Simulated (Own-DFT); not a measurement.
# How strain changes the stress of wurtzite AlGaN with randomly placed atoms, 128 atoms (Al48Ga16N64)

These are calculations, not measurements. They come from Own-DFT, an in-house plane-wave density functional program, since retired, whose code no person has reviewed. Each row is one single-point run on a periodic cell that was not relaxed, without spin or spin-orbit coupling.

Settings of every run: PBE; PseudoDojo norm-conserving scalar-relativistic files (stringent for Ga); cutoff 96 hartree; 3 x 3 x 3 k mesh centred on Gamma; Gaussian smearing of 0.01 eV.

Known limits: k mesh not checked against a denser one; stress not checked against mesh or cutoff.

Unstrained cell vectors in Å: (12.525, 0.000, 0.000); (-6.263, 10.847, 0.000); (0.000, 0.000, 10.066). The unstrained cell has measured lattice constants (interpolated for alloys), not those of this functional. That, the random moves and any unrelaxed bonds set the pressure at no strain. Each run strains this cell uniformly, with the atoms carried along. Every atom was also moved at random, by a Gaussian of width 0.05 Å on each axis. The random placing of the alloy's atoms differs from row to row. Strain is the symmetric tensor, in per cent. Stress is positive in tension, and the pressure is minus a third of its trace.

```
run,e_xx (%),e_yy (%),e_zz (%),s_xx (GPa),s_yy (GPa),s_zz (GPa),P (GPa),E (meV/atom)
1,3.00,3.00,0.00,8.35,9.16,-3.19,-4.78,9.8
2,-0.25,-0.25,0.00,-6.63,-7.13,-9.19,7.65,9.5
3,-2.50,-2.50,0.00,-22.08,-22.74,-11.04,18.62,57.3
4,-1.50,-1.50,0.00,-15.27,-15.89,-8.31,13.16,24.4
5,2.75,2.75,0.00,6.02,8.07,-1.71,-4.13,0.0
6,-1.75,-1.75,0.00,-17.21,-17.43,-10.35,15.00,43.1
7,2.00,2.00,0.00,4.06,5.09,-5.40,-1.25,6.9
8,-2.75,-2.75,0.00,-23.43,-24.05,-10.61,19.36,46.3
9,1.75,1.75,0.00,?,?,?,?,?
```

E is the free energy for each atom above the lowest run shown.

## Worked fit

The change of volume is close to e_xx + e_yy + e_zz. A straight line through the runs shown gives P = 7.53 - 211 x (fractional change of volume) GPa, with an error of 5 on the slope and a scatter of 0.62 GPa. The strain isn't the same on all axes and the cell isn't cubic, so the slope belongs to this path and is not the bulk modulus.

## Withheld run

Question: what pressure should run 9 give? Its volume changes by 3.53 %.

The line gives 0.1 GPa. The calculation gave -0.56 GPa.
